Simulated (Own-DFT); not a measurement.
## Calculated data, Hf36O71 (tetragonal hafnia with one neutral oxygen vacancy, atoms displaced)

All values are calculated (Own-DFT development build). A calculation, not a measurement: plane-wave PBE and HSE06 DFT by an unreviewed code, no spin, of a simulated cell at Gamma alone, so results move with cell size and shape, stress positive in tension, energies less offsets, not probed for a lower state with spin; hafnium file: forces about 75 meV/angstrom off all-electron values; oxygen file: force components 24 meV/angstrom off all-electron in a glass; k mesh not checked against a denser one; forces and stress are PBE's, HSE06 gives the energy alone, and its difference from PBE has offsets of its own; offsets are fitted by least squares, one for each functional and potential file, so energies compare only between cells with the same atoms and settings and are not formation energies; the far tail of each file's local potential was reset to the Coulomb form; each entry is a single point on an unrelaxed cell, so the pressure reflects the starting lattice, taken from the Materials Project, from which strain is counted, and rises with the displacements; printed positions are rounded, which can move forces by about a meV/angstrom; the program is a retired in-house code; no spin-orbit coupling.

Common to all runs: first functional PBE; second functional HSE06; exact exchange share 0.25; screening 0.11 1/bohr; exchange divergence Gygi-Baldereschi; potential files PseudoDojo norm-conserving, scalar-relativistic, made for PBE, standard set; wave cutoff 48 hartree; occupations fixed; k mesh 1 x 1 x 1 centred on Gamma.

(1) Hf36O71 (tetragonal hafnia with one neutral oxygen vacancy, atoms displaced)

```
Hf36O71
1.0
     10.7800     0.0000     0.0000
      0.0000    10.7800     0.0000
      0.0000     0.0000    10.4493
Hf O Hf O Hf O Hf O Hf O Hf O Hf O Hf O Hf O Hf O Hf O Hf O Hf O Hf O Hf O Hf O Hf O Hf O
2 4 2 4 2 4 2 4 2 4 2 4 2 4 2 4 2 4 2 4 2 4 2 4 2 3 2 4 2 4 2 4 2 4 2 4
Direct
  0.00087 0.99978 0.00318
  0.16839 0.16788 0.24642
  0.00034 0.16867 0.15192
  0.16693 0.00059 0.34346
  0.99841 0.16363 0.40091
  0.16887 0.99860 0.10239
  0.00484 0.99968 0.50401
  0.16835 0.17211 0.75228
  0.00097 0.17045 0.64981
  0.16774 0.99944 0.85457
  0.99883 0.16912 0.90039
  0.17183 0.99836 0.59906
  0.99922 0.33398 0.99949
  0.16665 0.49836 0.25375
  0.00201 0.50096 0.15395
  0.16419 0.33358 0.34597
  0.99945 0.50090 0.39989
  0.16796 0.33137 0.09865
  0.00195 0.33060 0.50186
  0.16729 0.50309 0.75005
  0.99916 0.49910 0.65300
  0.16506 0.32929 0.84757
  0.99767 0.50370 0.90124
  0.16909 0.32909 0.59996
  0.00750 0.66378 0.00137
  0.16703 0.83286 0.24448
  0.00316 0.83455 0.15557
  0.16775 0.67012 0.34820
  0.99832 0.83397 0.40466
  0.16427 0.66399 0.09466
  0.00052 0.66605 0.50132
  0.16515 0.83372 0.74804
  0.99993 0.83044 0.65289
  0.16967 0.66723 0.84469
  0.00083 0.83022 0.90158
  0.16150 0.67314 0.59632
  0.33653 0.00445 0.99943
  0.50263 0.16686 0.24942
  0.33392 0.16797 0.15002
  0.50036 0.00061 0.34617
  0.32985 0.16272 0.40409
  0.49625 0.99709 0.09832
  0.33161 0.99521 0.50337
  0.49831 0.16380 0.75083
  0.32824 0.16478 0.65248
  0.49818 0.99963 0.84966
  0.33459 0.16470 0.90682
  0.49762 0.99588 0.59482
  0.33077 0.33137 0.00166
  0.50231 0.50196 0.24896
  0.33913 0.50175 0.15124
  0.49982 0.32948 0.34598
  0.33589 0.50111 0.40484
  0.50276 0.33272 0.09486
  0.33390 0.33221 0.50022
  0.49595 0.50490 0.74969
  0.33358 0.50172 0.65216
  0.50120 0.33168 0.84823
  0.33124 0.49995 0.90064
  0.49595 0.32857 0.60025
  0.33215 0.66491 0.99365
  0.49707 0.83154 0.25472
  0.33327 0.83058 0.14865
  0.50520 0.66449 0.34206
  0.32949 0.83299 0.40128
  0.50142 0.67298 0.09884
  0.33060 0.66697 0.49903
  0.50261 0.83473 0.75224
  0.33861 0.82934 0.65090
  0.50027 0.66668 0.84438
  0.32950 0.83477 0.90118
  0.49675 0.66682 0.59920
  0.66977 0.00060 0.99859
  0.83615 0.16575 0.25136
  0.66979 0.16454 0.15238
  0.66863 0.16622 0.40336
  0.83310 0.00073 0.10076
  0.66651 0.99729 0.50148
  0.83265 0.16840 0.74533
  0.66497 0.16451 0.65058
  0.82844 0.99790 0.84972
  0.66494 0.16387 0.89929
  0.83202 0.00147 0.60208
  0.66351 0.33266 0.00222
  0.83534 0.50661 0.25138
  0.67120 0.49908 0.15302
  0.83644 0.33582 0.35125
  0.67169 0.50199 0.40173
  0.83381 0.33224 0.09703
  0.66391 0.33445 0.49654
  0.83174 0.50002 0.75148
  0.66575 0.50401 0.65095
  0.83152 0.33209 0.84606
  0.66664 0.49911 0.90243
  0.83272 0.33122 0.59385
  0.67024 0.66518 0.99566
  0.83765 0.83255 0.24796
  0.66260 0.83578 0.15486
  0.83071 0.67206 0.34625
  0.66404 0.82873 0.40384
  0.83185 0.66742 0.09302
  0.66693 0.66565 0.50401
  0.82968 0.83677 0.74918
  0.66869 0.83643 0.65059
  0.83342 0.66773 0.84673
  0.66701 0.82647 0.90583
  0.83388 0.66603 0.59199
```

* PBE energy of cell above offsets: -101.180 eV
* HSE06 less PBE above offsets: -0.159 eV
* PBE pressure: 0.8 GPa
* PBE stress xx: -0.55 GPa
* PBE stress yy: -0.41 GPa
* PBE stress zz: -1.45 GPa
* PBE stress yz: -0.4 GPa
* PBE stress xz: -0.42 GPa
* PBE stress xy: 0.01 GPa

Force:
```csv
element,x (eV/Å),y (eV/Å),z (eV/Å)
Hf,0.611,-0.01,-0.547
Hf,-0.001,-0.895,0.556
O,0.152,-0.144,-0.214
O,-0.203,-0.254,0.516
O,-0.235,0.02,0.275
O,-0.399,0.332,-0.586
Hf,-0.65,-0.17,-0.781
Hf,-0.598,-1.554,-0.187
O,0.222,-0.304,0.162
O,-0.43,0.434,-0.949
O,-0.151,-0.641,0.381
O,-1.072,-0.412,0.46
Hf,-0.626,-0.218,0.157
Hf,0.218,0.649,-0.321
O,0.105,-0.017,-0.236
O,0.147,0.002,0.413
O,0.395,0.071,0.435
O,-0.316,0.351,-0.146
Hf,-0.743,0.119,-0.572
Hf,-0.3,-0.641,-0.169
O,0.428,-0.085,0.016
O,0.258,1.678,0.508
O,0.459,-0.87,0.012
O,-0.097,0.514,-0.23
Hf,-2.014,0.62,-0.628
Hf,1.101,0.84,0.771
O,-0.63,-0.104,-0.81
O,-0.03,-0.958,-0.239
O,-0.3,0.276,-0.002
O,1.323,-0.032,0.447
Hf,-0.632,0.273,-0.717
Hf,0.591,0.74,0.605
O,-0.439,0.543,0.111
O,-0.077,-0.282,0.181
O,0.158,0.538,0.493
O,1.214,-0.593,0.41
Hf,-0.625,-1.724,0.622
Hf,-0.003,-1.049,-0.118
O,0.242,0.309,0.208
O,0.034,0.146,0.274
O,0.07,0.733,0.007
O,0.898,0.565,-0.295
Hf,0.54,0.526,-1.078
Hf,0.348,0.861,-0.296
O,1.021,0,0.429
O,0.196,-0.256,-0.226
O,-0.071,1.114,-0.935
O,0.286,0.224,0.672
Hf,0.951,0.227,-0.011
Hf,0.416,-0.034,-0.441
O,-1.03,-0.255,0.142
O,0.087,0.865,0.313
O,-0.219,-0.413,-0.251
O,-0.859,-0.081,0.465
Hf,0.097,-0.716,-0.154
Hf,0.911,-1.083,-0.057
O,-0.823,0.093,-0.068
O,-0.275,0.286,-0.314
O,-0.087,-0.568,-0.169
O,0.42,0.292,-0.496
Hf,0.96,1.256,1.294
Hf,0.592,0.401,-1.42
O,-0.415,-0.208,0.459
O,-0.514,-0.089,1.098
O,0.458,-0.326,0.028
O,-0.18,-0.806,-0.957
Hf,0.098,0.507,0.225
Hf,-0.62,-0.092,-0.392
O,-0.875,0.082,0.289
O,-0.311,0.102,0.464
O,0.384,-0.371,-0.101
O,0.5,-0.158,-0.414
Hf,-0.621,-0.526,0.888
Hf,-0.186,0.061,0.567
O,-0.404,0.074,-0.073
O,0.294,-0.174,-0.17
O,0.496,-0.122,-0.019
Hf,-0.033,0.09,-0.712
Hf,-0.252,-0.136,0.332
O,-0.213,0.024,0.259
O,0.18,0.415,0.037
O,-0.01,0.381,0.326
O,0.731,-0.064,-0.779
Hf,0.921,-0.096,-0.682
Hf,-0.216,-0.84,0.199
O,-0.689,-0.116,0.003
O,-0.118,-0.228,-0.746
O,-0.4,-0.358,0.11
O,0.17,0.064,-0.262
Hf,0.482,-0.222,0.259
Hf,-0.162,0.181,-0.059
O,-0.258,-0.278,0.278
O,0.201,0.298,-0.122
O,-0.04,-0.186,-0.215
O,-0.241,-0.008,0.451
Hf,-0.612,-0.33,1.296
Hf,-1.426,0.983,0.338
O,1.071,0.173,0.234
O,0.363,-0.681,-0.117
O,0.186,0.938,0.358
O,1.125,0.015,0.51
Hf,-0.274,-0.085,-0.636
Hf,0.977,-0.652,0.401
O,-0.578,-0.221,0.327
O,-0.32,-0.193,-0.661
O,-0.166,1.662,-0.957
O,-0.016,-0.022,0.662
```

(2) Hf36O71 (tetragonal hafnia with one neutral oxygen vacancy, atoms displaced)

```
Hf36O71
1.0
     10.7800     0.0000     0.0000
      0.0000    10.7800     0.0000
      0.0000     0.0000    10.4493
Hf O Hf O Hf O Hf O Hf O Hf O Hf O Hf O Hf O Hf O Hf O Hf O Hf O Hf O Hf O Hf O Hf O Hf O
2 4 2 4 2 4 2 4 2 4 2 4 2 4 2 4 2 3 2 4 2 4 2 4 2 4 2 4 2 4 2 4 2 4 2 4
Direct
  0.00270 0.00327 0.00358
  0.16960 0.16831 0.24403
  0.99686 0.16620 0.14952
  0.16737 0.99693 0.34695
  0.00269 0.16675 0.41222
  0.17193 0.00261 0.09394
  0.99801 0.99708 0.50260
  0.16545 0.17224 0.75343
  0.00365 0.17720 0.65624
  0.16772 0.99392 0.84620
  0.00292 0.17142 0.89848
  0.16808 0.00490 0.60060
  0.00336 0.33177 0.99573
  0.16992 0.49913 0.25554
  0.99922 0.50945 0.15488
  0.17152 0.33096 0.33806
  0.00186 0.49723 0.41039
  0.17353 0.33556 0.08907
  0.00041 0.33573 0.49295
  0.15921 0.50340 0.75314
  0.99621 0.49594 0.64948
  0.17081 0.33671 0.85284
  0.00479 0.49649 0.90101
  0.16532 0.33287 0.58653
  0.00365 0.66968 0.01089
  0.17042 0.82532 0.24866
  0.99172 0.82869 0.15494
  0.16375 0.66684 0.34583
  0.99893 0.83332 0.39383
  0.16407 0.66016 0.09969
  0.00178 0.66540 0.50082
  0.16349 0.83710 0.74700
  0.00202 0.83217 0.66419
  0.16523 0.66118 0.83370
  0.99608 0.84109 0.89894
  0.17040 0.66646 0.59707
  0.34299 0.99487 0.99610
  0.49273 0.16916 0.25317
  0.34020 0.16642 0.15198
  0.50124 0.00449 0.34522
  0.33585 0.16226 0.40686
  0.50438 0.00060 0.09129
  0.33112 0.99871 0.49954
  0.49848 0.16760 0.75239
  0.33001 0.16973 0.65104
  0.50630 0.99878 0.85432
  0.33724 0.16567 0.90507
  0.49385 0.99952 0.60077
  0.33078 0.33765 0.99756
  0.49963 0.50670 0.25081
  0.34064 0.49986 0.15404
  0.50186 0.32903 0.35845
  0.50691 0.33170 0.09845
  0.33392 0.33586 0.49699
  0.49419 0.50629 0.74614
  0.33202 0.49920 0.66492
  0.49734 0.33683 0.84773
  0.33674 0.50061 0.90399
  0.50417 0.33436 0.60248
  0.33627 0.66117 0.99952
  0.50164 0.83492 0.25098
  0.32911 0.83122 0.14508
  0.50398 0.66749 0.34694
  0.33108 0.84330 0.40680
  0.49830 0.66697 0.08634
  0.33326 0.66464 0.50949
  0.49754 0.83091 0.74575
  0.33712 0.83719 0.64414
  0.50016 0.66797 0.84133
  0.33132 0.83640 0.90906
  0.49952 0.67445 0.60122
  0.65439 0.99466 0.00333
  0.83316 0.15960 0.25985
  0.66986 0.16455 0.15569
  0.83280 0.00767 0.35493
  0.67282 0.16016 0.39959
  0.84021 0.99847 0.09930
  0.67262 0.99904 0.49792
  0.83095 0.17096 0.74856
  0.66016 0.16780 0.65024
  0.83659 0.00034 0.84142
  0.66875 0.15926 0.90418
  0.83216 0.99712 0.60632
  0.66107 0.33233 0.99944
  0.83673 0.49925 0.25423
  0.66433 0.49574 0.14687
  0.83515 0.33739 0.34760
  0.66446 0.50266 0.40419
  0.82522 0.33303 0.09919
  0.67062 0.33393 0.50181
  0.83306 0.49926 0.75128
  0.67055 0.50596 0.65770
  0.84009 0.34218 0.85316
  0.66372 0.50744 0.90523
  0.83323 0.33680 0.59444
  0.66330 0.66839 0.00711
  0.83536 0.82923 0.25298
  0.66505 0.82616 0.14854
  0.81979 0.66818 0.34109
  0.65738 0.83199 0.40493
  0.82942 0.67004 0.09923
  0.66333 0.65590 0.49442
  0.84189 0.83485 0.75074
  0.66251 0.83288 0.65557
  0.83016 0.66533 0.84777
  0.66432 0.82602 0.89806
  0.84101 0.66934 0.59019
```

- PBE energy of cell above offsets: -96.417 eV
- HSE06 less PBE above offsets: 0.071 eV
- PBE pressure: 2.98 GPa
- PBE stress xx: -2.52 GPa
- PBE stress yy: -2.67 GPa
- PBE stress zz: -3.74 GPa
- PBE stress yz: -0.6 GPa
- PBE stress xz: 0.16 GPa
- PBE stress xy: -0.05 GPa

Force:
```csv
element,x (eV/Å),y (eV/Å),z (eV/Å)
Hf,-0.532,0.272,-0.767
Hf,-0.19,-2.235,-0.165
O,1.276,0.483,0.742
O,-0.491,0.472,-0.664
O,-0.09,-0.602,-1.063
O,-0.4,0.071,0.318
Hf,0.897,0.742,-0.07
Hf,0.536,-1.153,-0.405
O,-1.081,-0.445,-0.047
O,0.014,1.618,-0.053
O,0.19,-0.735,0.38
O,-1.327,-0.685,-0.31
Hf,-1.938,0.188,0.698
Hf,-0.106,0.338,-1.298
O,0.347,-0.555,0.59
O,0.177,0.654,0.567
O,0.082,1.913,-2.012
O,-1.534,-0.015,1.659
Hf,-0.365,-1.482,2.393
Hf,-0.58,-1.786,-0.892
O,0.835,0.468,0.186
O,0.17,-0.169,-0.738
O,0.382,1.197,0.58
O,0.688,0.459,0.316
Hf,-2.568,-0.137,-1.888
Hf,-0.486,2.344,-0.029
O,2.522,-0.353,-0.629
O,0.633,-0.792,0.679
O,-0.431,-0.333,1.485
O,1.582,0.35,-0.029
Hf,0.188,0.141,0.249
Hf,1.883,0.243,0.866
O,0.571,0.022,-3.01
O,0.157,2.414,2.032
O,0.653,-1.612,1.208
O,-0.913,-0.076,-0.406
Hf,-1.6,1.314,0.016
Hf,2.29,0.436,-0.017
O,-1.526,0.191,-0.002
O,0.024,-1.165,-0.431
O,-0.309,1.592,-0.968
O,-2.405,-0.524,2.711
Hf,0.378,1.1,1.355
Hf,-0.548,-0.121,-0.209
O,0.345,0.537,0.758
O,-0.673,-0.088,-0.587
O,-0.265,0.168,-0.206
O,1.144,0.407,-0.472
Hf,2.414,-1.295,-0.567
Hf,1.57,-2.109,-0.406
O,-1.35,0.212,0.563
O,-0.608,1.453,-0.854
O,-2.126,-0.094,0.575
Hf,0.848,-1.091,0.995
Hf,2.38,-1.186,1.573
O,-1.028,0.278,-2.175
O,0.238,-0.225,-0.151
O,-0.195,0.36,0.073
O,-0.673,0.597,-0.708
Hf,-0.478,1.323,-0.726
Hf,-0.003,0.928,0.28
O,1.135,-0.231,1.281
O,-0.875,0.087,0.018
O,0.177,-3.517,-1.649
O,-0.935,-0.068,2.101
Hf,0.351,1.044,-0.834
Hf,1.622,1.144,0.265
O,-1.668,-0.715,1.018
O,-1.181,-0.064,0.649
O,0.054,-2.153,-1.376
O,-0.426,-1.294,-0.977
Hf,4.402,-0.049,-2.154
Hf,-0.965,2.185,-2.777
O,-0.731,-0.511,0.394
O,0.358,-3.262,0.883
O,0.053,1.689,0.847
O,-1.172,-0.235,0.349
Hf,-1.778,-0.494,1.391
Hf,0.029,-0.637,0.871
O,1.388,0.148,0.034
O,0.195,0.889,0.315
O,0.017,1.28,-0.406
O,0.843,0.276,-1.236
Hf,1.385,0.482,-0.155
Hf,-1.273,-0.461,-2.325
O,0.08,0.898,1.822
O,0.066,-0.638,0.53
O,-0.001,-2.051,-0.915
O,1.773,0.476,-0.269
Hf,-1.205,-1.212,-0.013
Hf,-0.091,1.188,0.95
O,-0.875,0.088,-1.307
O,-0.536,-1.621,-0.783
O,-0.126,-1.34,-0.156
O,-0.009,-0.463,0.37
Hf,1.97,-0.356,-2.408
Hf,-0.953,1.198,-1.007
O,-0.411,0.775,1.13
O,0.564,-0.857,1.082
O,0.362,0.237,-0.491
O,1.118,-0.157,0.21
Hf,0.892,3.114,2.278
Hf,-3.289,-0.413,1.512
O,1.093,0.172,-0.388
O,0.999,0.012,-0.419
O,-0.046,1.075,1.074
O,-0.969,0.12,-0.233
```
